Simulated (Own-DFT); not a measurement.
# What random displacements cost in hexagonal WC, 64 atoms (C32W32)

All numbers below are calculated, not measured. They come from Own-DFT, an in-house plane-wave density functional program, since retired, whose code no person has reviewed. Each row is one single-point run on a periodic cell that was not relaxed, without spin or spin-orbit coupling.

Settings of every run: PBE; PseudoDojo norm-conserving scalar-relativistic files; cutoff 50 hartree; 4 x 4 x 4 k mesh centred on Gamma; cold (Marzari-Vanderbilt) smearing of 0.2 eV.

Known limits, some of them of some rows only: some atoms lie very close together; forces on such cells moved up to 12 meV/angstrom on a denser k mesh; stress not checked against mesh or cutoff.

Cell vectors in Å: (5.833, -5.052, -2.839); (0.000, -5.052, 8.518); (-5.833, -5.052, -2.839). In each run every atom was moved at random and independently from its ideal site; u is the rms move along one axis. E is the free energy for each atom above the fitted value at u = 0, and F the rms of the force components.

```
run   u (Å)  E (meV/atom)  F (eV/Å)  largest force (eV/Å)  P (GPa)
  1  0.0187          14.0     0.550                  2.19     3.25
  2  0.0192          12.7     0.491                  1.92     3.21
  3  0.0486          86.4     1.302                  5.32     6.11
  4  0.0506          93.0     1.394                  6.41     6.29
  5  0.0526          98.2     1.398                  4.71     6.74
  6  0.1030             ?         ?                     ?        ?
  7  0.1043         412.9     3.059                 15.02    19.04
  8  0.1045         405.5     3.014                 12.90    18.98
  9  0.1433         753.1     4.096                 17.11    33.06
```

## Worked fit

For small independent moves the energy grows as E = (3/2) K u², with K the mean stiffness felt by one atom. The runs with u up to 0.11 Å give K = 24.5 ± 0.4 eV/Å², with residuals divided by u² + 0.0006 Å², since the noise grows with the moves. The scatter is 3.1 meV/atom at u = 0.05 Å. The forces follow F = G u with G = 27.8 eV/Å²; no force at u = 0 is resolved. G exceeds K because the moves of its neighbours add to the force on an atom, and stiffness differs between atoms. At u = 0.143 Å the parabola gives 757 meV/atom and the run 753. The pressure follows P = 2.60 + 1505 u² GPa: at fixed volume, shortened bonds push harder than stretched ones pull.

## Withheld run

Question: what energy and rms force should run 6 give?

The fit gives 391 ± 13 meV/atom and about 2.86 eV/Å. The calculation gave 416.6 meV/atom and 3.075 eV/Å.
